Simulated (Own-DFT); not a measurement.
W$_{31}$C$_{33}$ (WC crystal with substituted atoms, atoms displaced) (calculated)

All values are calculated (Own-DFT development build). A calculation, not a measurement: plane-wave density functional theory by an unreviewed code, no spin, of a simulated periodic cell, stress positive in tension, run twice, with PBE and with PBEsol, both on files made for PBE, so the change isn't that of files made for PBEsol, forces on such cells moved up to 12 meV/angstrom on a denser k mesh; the far tail of each file's local potential was reset to the Coulomb form; each entry is a single point on an unrelaxed cell, so the pressure reflects the starting lattice, taken from the Materials Project, from which strain is counted, and rises with the displacements; printed positions are rounded, which can move forces by about a meV/angstrom; the program, named Own-DFT, is a retired in-house code; no spin-orbit coupling; stress was not checked against mesh or cutoff.

```xyz
64
Lattice="5.8332 -5.0517 -2.8394 0.0000 -5.0517 8.5183 -5.8332 -5.0517 -2.8394" Properties=species:S:1:pos:R:3:PBE_force_x:R:1:PBE_force_y:R:1:PBE_force_z:R:1:PBEsol_force_x:R:1:PBEsol_force_y:R:1:PBEsol_force_z:R:1 formula=W31C33 functional=PBE,then_PBEsol potential_files=PseudoDojo_norm-conserving,scalar-relativistic,standard_set wave_cutoff=50 occupations=cold_(Marzari-Vanderbilt) smearing_width=0.2 k_mesh=4_x_4_x_4_centred_on_Gamma PBE_pressure=11.15 PBE_stress_xx=-8.79 PBE_stress_yy=-11.55 PBE_stress_zz=-13.1 PBE_stress_yz=1.51 PBE_stress_xz=-0.01 PBE_stress_xy=1.79 PBEsol_pressure=3.19 PBEsol_stress_xx=-1 PBEsol_stress_yy=-3.7 PBEsol_stress_zz=-4.86 PBEsol_stress_yz=1.51 PBEsol_stress_xz=-0.02 PBEsol_stress_xy=1.75 rms_change_of_force_components_from_PBE_to_PBEsol=0.039
W     -1.3911   -12.5293     2.9635     -1.324     -1.806     -6.032     -1.324      -1.76     -5.931
C      0.0222   -11.7470     4.2962      0.177     -0.082     -0.038      0.148     -0.094     -0.055
W     -2.9892   -10.2257     2.8475      2.478      3.565      0.499      2.439       3.52        0.5
C     -1.4418    -9.2959     4.2525     -1.097      0.226     -0.185     -1.078      0.217     -0.187
W     -4.3915    -7.5348    -0.1540     -1.028      0.829      6.103     -0.987      0.788          6
C     -3.0191    -6.7242     1.5363      1.106     -0.082     -1.678      1.103      -0.08     -1.654
W     -4.3428    -7.5871     2.9743     -0.751      0.254     -4.606     -0.716      0.264     -4.527
C     -2.8150    -6.6734     4.3145     -1.906     -0.581     -1.286     -1.892     -0.579     -1.267
W      1.3752   -12.6917     2.7783      4.593     -0.206      4.404      4.515     -0.196      4.335
C      3.0451   -11.6794     4.3962     -2.542     -1.652     -2.467     -2.468     -1.611     -2.436
W      0.0444   -10.0165    -2.8533     -2.752     -2.368     -0.537       -2.7      -2.31     -0.516
C      1.4390    -9.1108    -1.4795       0.15     -3.633      1.925      0.138     -3.597      1.912
W      0.0290   -10.0567    -0.0608     -0.411     -1.463      1.626      -0.41     -1.423      1.604
C      1.5540    -9.2498     1.4714      -1.23      0.123     -1.054      -1.22      0.115     -1.047
W      0.1006   -10.1795     2.8196     -1.462      3.899      1.282     -1.444      3.851      1.282
C      1.4442    -9.2806     4.2570      0.319      0.716      0.566      0.311      0.696       0.56
W     -1.5877    -7.4358    -2.9190      5.236     -4.907      4.503      5.191     -4.827      4.416
C      0.0626    -6.5611    -1.3994     -0.945     -2.616     -1.386     -0.933     -2.585     -1.354
W     -1.3729    -7.5974    -0.0175     -1.779      1.163      0.663     -1.753      1.141       0.67
C      0.0189    -6.7497     1.5306     -2.262      1.517      -2.81     -2.232      1.493     -2.788
W     -1.5147    -7.6594     2.8350      1.217      2.514      1.983      1.216      2.491      1.958
C      0.1255    -6.8562     4.3443     -3.131      1.857     -0.095      -3.09      1.845     -0.077
W     -1.5501    -7.4559     5.7151      2.003     -3.695     -0.774      2.017     -3.626     -0.737
C     -0.0426    -6.6345     7.0700      0.454     -2.799      0.843      0.442     -2.764      0.838
W     -2.8959    -5.2057    -2.7149     -0.655      6.462     -3.479     -0.639      6.363     -3.445
C     -1.4555    -4.0426    -1.4293     -0.085     -1.785      0.923     -0.077      -1.77      0.903
W     -2.8148    -5.1045     0.0606     -0.841      2.198     -0.806     -0.859      2.165     -0.807
C     -1.3480    -4.0906     1.5275     -0.743     -1.183     -1.888     -0.734     -1.174     -1.871
W      2.9084   -10.0152    -0.0778      1.171     -0.669      2.827      1.117     -0.678       2.81
C      4.2424    -9.2341     1.4393      1.982      -0.11      0.736      1.941     -0.124       0.75
W      2.9426   -10.1016     2.9050     -1.188      0.954     -2.911      -1.15      0.926     -2.867
C      4.2802    -9.2890     4.2019      2.453      1.499      0.692      2.411      1.454      0.678
W      1.3773    -7.7056    -2.8507       2.63      6.579     -0.138      2.605       6.49     -0.133
C      2.8354    -6.8179    -1.4197     -0.018      1.962     -1.123     -0.025      1.935     -1.119
W      1.4406    -7.6117     0.0449      1.057      1.598      -1.17      0.995       1.57     -1.157
C      2.9040    -6.7737     1.4334     -0.672      1.448      0.879     -0.677      1.432      0.878
W      1.3133    -7.4306     2.7940      5.512     -4.666       3.03      5.455     -4.606      2.996
C      2.8116    -6.8194     4.2377      0.829      1.943      1.477      0.814      1.938      1.457
W      1.4269    -7.5628     5.8711      1.647     -0.898     -5.538      1.597     -0.865     -5.484
C     -2.7636   -11.7789     4.2420     -4.201      1.216     -0.222     -4.135      1.222     -0.235
W     -0.0333    -9.9203     5.6506      0.948     -3.408      1.214      0.938     -3.385      1.208
C      1.4482    -4.1245    -1.3967      0.107     -2.126      0.272       0.08     -2.096      0.279
W      0.0629    -5.1237    -0.0173     -1.774      3.593       1.91     -1.737      3.568      1.884
C      1.4553    -4.0861     1.4191      0.138     -2.958      0.577      0.132     -2.922      0.573
W      0.0362    -4.9958     2.9082     -1.387      0.731      -0.26     -1.323       0.69     -0.282
C     -4.2756    -9.1781     1.4830     -1.984     -0.413     -0.737     -1.941     -0.428     -0.735
W     -0.0380    -5.2039     5.7329      0.597        6.6     -3.569      0.596      6.484     -3.491
C     -4.3966    -9.3231     4.2573      0.826     -0.366      0.058      0.805     -0.367      0.055
W     -1.3743    -2.3210    -0.0254     -4.241     -6.463      2.866     -4.164     -6.354      2.749
C     -0.0463    -1.6348     1.3370      1.368      1.343      1.637       1.38      1.323      1.588
C      4.3706    -7.5879     0.1527      0.044     -0.488      2.177      0.037     -0.492      2.144
C     -0.1316   -11.8047    -1.4357      1.399      0.398      0.258      1.379      0.422      0.278
W      4.2889    -7.4757     2.9511      1.561     -2.338     -2.824      1.515     -2.325     -2.774
C      0.2422   -11.7388     1.5248     -4.635      0.461     -2.983     -4.565      0.461     -2.933
W      3.0050   -10.1058     5.6003     -3.083      2.324       4.87     -3.031      2.294      4.785
C     -1.3998    -9.1221    -4.4033     -0.093     -2.728      2.991     -0.081     -2.678      2.951
W      2.8912    -5.0797     0.0253      1.459      0.245     -0.896      1.415      0.283     -0.867
C     -1.4827    -9.3175    -1.3609      0.027      1.257     -1.659      0.029      1.236     -1.628
W     -2.9521    -9.9875     0.0797      1.153     -2.375     -1.563      1.128     -2.357     -1.557
C     -1.3576    -9.1531     1.4943     -0.915     -2.787     -1.638     -0.902     -2.742     -1.625
W      1.2427    -2.5573     0.0533      5.933      0.459     -1.516      5.849      0.468      -1.48
C     -2.9197    -6.7090    -1.4098      0.114     -1.505      1.115      0.114     -1.476      1.103
W      0.0940    -5.1498     8.4432     -2.044       5.42      3.383     -2.031      5.323       3.34
C      1.4633    -9.2038    -4.2527      0.488     -2.196     -0.424      0.467     -2.178     -0.418
```

Units: wave_cutoff in hartree; smearing_width in eV; PBE_pressure, PBE_stress_xx, PBE_stress_yy, PBE_stress_zz, PBE_stress_yz, PBE_stress_xz, PBE_stress_xy, PBEsol_pressure, PBEsol_stress_xx, PBEsol_stress_yy, PBEsol_stress_zz, PBEsol_stress_yz, PBEsol_stress_xz, PBEsol_stress_xy in GPa; rms_change_of_force_components_from_PBE_to_PBEsol, PBE_force_x, PBE_force_y, PBE_force_z, PBEsol_force_x, PBEsol_force_y, PBEsol_force_z in eV/Å.
